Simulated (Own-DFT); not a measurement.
# Response to strain: wurtzite GaN, 96 atoms (Ga48N48)

These are calculations, not measurements. They come from Own-DFT, an in-house plane-wave density functional program, since retired, whose code no person has reviewed. Each row is one single-point run on a periodic cell that was not relaxed, without spin or spin-orbit coupling.

Settings of every run: PBE; PseudoDojo norm-conserving scalar-relativistic files; cutoff 42 hartree; 3 x 4 x 3 k mesh centred on Gamma; Fermi-Dirac smearing of 0.1 eV.

Known limits: forces on such cells passed a denser k mesh, each cell not checked; stress not checked against mesh or cutoff.

Unstrained cell vectors in Å: (12.756, 0.000, 0.000); (-4.783, 8.285, 0.000); (0.000, 0.000, 10.370). The unstrained cell has measured lattice constants (interpolated for alloys), not those of this functional. That, the random moves and any unrelaxed bonds set the pressure at no strain. Each run strains this cell uniformly, with the atoms carried along. Every atom was also moved at random, by a Gaussian of width 0.05 Å on each axis. Strain is the symmetric tensor, in per cent. Stress is positive in tension, and the pressure is minus a third of its trace.

```
run,e_xx (%),e_yy (%),e_zz (%),e_yz (%),e_xz (%),e_xy (%),s_xx (GPa),s_yy (GPa),s_zz (GPa),s_yz (GPa),s_xz (GPa),s_xy (GPa),P (GPa),E (meV/atom)
1,1.72,0.79,-0.85,-0.67,0.68,-1.88,0.22,-3.02,-10.96,-1.75,1.72,-4.69,4.59,6.1
2,1.00,1.18,1.67,0.07,1.72,-1.18,-2.04,-0.22,0.64,-0.06,3.27,-2.84,0.54,2.0
3,1.53,-1.90,-1.12,-0.89,-0.01,-0.97,-4.38,-13.63,-14.34,-2.81,-1.25,-4.02,10.78,21.5
4,1.55,1.58,-1.01,-1.03,-0.03,-1.90,-1.08,-1.09,-10.10,-2.02,-0.30,-5.56,4.09,17.6
5,1.78,0.09,0.37,1.62,1.03,-1.23,0.99,-5.86,-6.42,2.53,2.12,-4.15,3.76,16.8
6,-1.40,1.26,1.92,0.63,0.06,1.65,-12.08,-1.76,0.42,1.02,0.34,4.13,4.47,11.3
7,-1.48,-1.91,-0.58,-1.58,1.52,-1.56,-18.39,-19.69,-12.58,-3.79,3.84,-5.35,16.89,57.2
8,0.38,1.54,0.81,0.21,1.96,-1.59,-3.89,-0.10,-3.10,0.21,4.09,-3.30,2.37,1.4
9,0.81,-1.74,1.90,-0.13,-1.67,1.37,-3.87,-13.12,-0.91,0.08,-2.69,3.79,5.97,17.5
10,1.85,-1.12,-0.67,-0.57,1.63,0.47,-2.48,-9.95,-11.36,-1.07,4.10,1.05,7.93,23.1
11,-0.71,1.68,0.05,1.17,-1.31,1.89,-8.50,-1.50,-6.64,2.10,-2.64,5.45,5.54,9.8
12,-1.75,0.71,-0.58,-1.33,1.18,-0.77,-15.00,-7.93,-10.71,-2.41,2.77,-2.72,11.21,26.4
13,-0.14,0.70,-1.58,-1.86,1.49,-1.32,-8.72,-8.65,-15.51,-4.77,4.18,-2.28,10.96,56.8
14,1.13,1.47,-1.30,0.73,-0.81,1.72,-2.55,-1.46,-12.78,1.26,-1.60,5.33,5.60,18.4
15,-0.12,0.18,0.02,0.85,-0.84,-0.42,-7.90,-8.10,-7.28,2.43,-1.64,-1.94,7.76,18.5
16,-0.37,0.93,0.74,-0.57,0.08,-1.21,-6.87,-2.84,-5.37,-0.99,0.07,-3.53,5.03,0.0
17,-1.73,0.53,1.34,-1.84,1.23,0.15,?,?,?,?,?,?,?,?
```

E is the free energy for each atom above the lowest run shown.

## Worked fit

Each stress component was fitted by least squares to a constant and the strains of the runs shown, as fractions, with shears doubled. Shear strains stay in the fit of a normal stress only where such slopes are resolved. The slopes, in GPa:

```
stress  at no strain  per e_xx  per e_yy  per e_zz  scatter
  s_xx          -8.0  442 ± 18  117 ± 17   84 ± 20     0.87
  s_yy          -8.1  142 ± 21  422 ± 20  111 ± 23     0.99
  s_zz          -8.3   35 ± 12   79 ± 11  441 ± 13     0.56
```

Each shear stress against twice its own strain: yz 97 ± 10, xz 112 ± 9, xy 151 ± 9 GPa. These are stiffnesses along x, y and z of the frame in which the cell vectors are given, which need not be the crystal's axes. The atoms are held to the strained lattice; where symmetry lets them move under strain, relaxing them would lower some slopes. The table should be nearly symmetric about its diagonal, and what it lacks of that shows the noise. A ninth of its sum, 208 ± 5 GPa, estimates the bulk modulus near the mean pressure of these runs, 6.7 GPa, so it lies above the value at zero pressure.

## Withheld run

Question: what normal stresses and pressure should run 17 give?

The fit gives s_xx = -13.9, s_yy = -6.8, s_zz = -2.5 and P = 7.8 GPa. The calculation gave -15.39, -6.09, -2.99 and P = 8.16 GPa.
